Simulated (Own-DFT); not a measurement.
# Point defects and the pressure they add: 2H SiC

Calculated, not measured: single-point runs of Own-DFT, a retired in-house plane-wave DFT program that no person has reviewed, on unrelaxed cells, without spin or spin-orbit coupling.

Common settings: PBE; PseudoDojo norm-conserving scalar-relativistic files; cutoff 42 hartree; 4 x 4 x 3 k mesh centred on Gamma; Fermi-Dirac smearing of 0.1 eV.

Caveats (not all hold for every row): a neutral cation vacancy leaves holes that likely carry spin, which these runs leave out; not probed for a lower state with spin; forces on such cells moved up to 12 meV/angstrom on a denser k mesh; forces on such cells passed a denser k mesh, each cell not checked; stress not checked against mesh or cutoff.

All runs share one cell, with vectors in Å (9.248, 0.000, 0.000); (-4.624, 8.009, 0.000); (0.000, 0.000, 10.068) and a volume of 745.7 Å³. Atoms were moved at random from their sites; u is the rms move along one axis. The defect's site can differ from row to row.

| cell | formula | u (Å) | P (GPa) |
|---|---|---|---|
| no defect | C36Si36 | 0.0292 | 3.91 |
| no defect | C36Si36 | 0.0299 | 3.87 |
| no defect | C36Si36 | 0.0626 | 5.97 |
| one C on a Si site and one Si on a C site | C36Si36 | 0.0289 | 7.60 |
| one C on a Si site and one Si on a C site | C36Si36 | 0.0339 | 7.87 |
| one C on a Si site and one Si on a C site | C36Si36 | 0.0478 | 9.08 |
| one C on a Si site and one Si on a C site | C36Si36 | 0.0499 | ? |
| one C on a Si site | C37Si35 | 0.0316 | 2.12 |
| one C on a Si site | C37Si35 | 0.0329 | 2.11 |
| one C on a Si site | C37Si35 | 0.0459 | 3.17 |
| two Al on a Si site each | Al2C36Si34 | 0.0299 | 5.88 |
| two Al on a Si site each | Al2C36Si34 | 0.0496 | 7.00 |
| two Al on a Si site each | Al2C36Si34 | 0.0513 | 7.61 |
| one Si vacancy | C36Si35 | 0.0506 | 4.54 |
| one Si vacancy | C36Si35 | 0.0531 | 4.76 |
| one Si vacancy | C36Si35 | 0.0531 | 4.77 |

## Working it out

P = P0 + c u² + a shift for each defect gives P0 = 3.10 GPa, c = 785 ± 57 GPa/Å² and a scatter of 0.18 GPa. The shifts, and each times the cell's volume:

- one C on a Si site and one Si on a C site: 3.96 ± 0.15 GPa, 18.4 eV
- two Al on a Si site each: 2.16 ± 0.15 GPa, 10.1 eV (5.0 eV for each of its 2 sites)
- one Si vacancy: -0.56 ± 0.16 GPa, -2.6 eV
- one C on a Si site: -1.73 ± 0.15 GPa, -8.1 eV

Against the defect-free cell, a freed cell would be larger where the shift is positive and smaller where it is negative (160.2 GPa Å³ is 1 eV). The atoms around the defects weren't relaxed, which would change these numbers.

## The run left out

Q: what pressure belongs in the blank (one C on a Si site and one Si on a C site, u = 0.0499 Å)?

Estimate: 9.02 ± 0.22 GPa. The hidden result is 8.55 GPa.
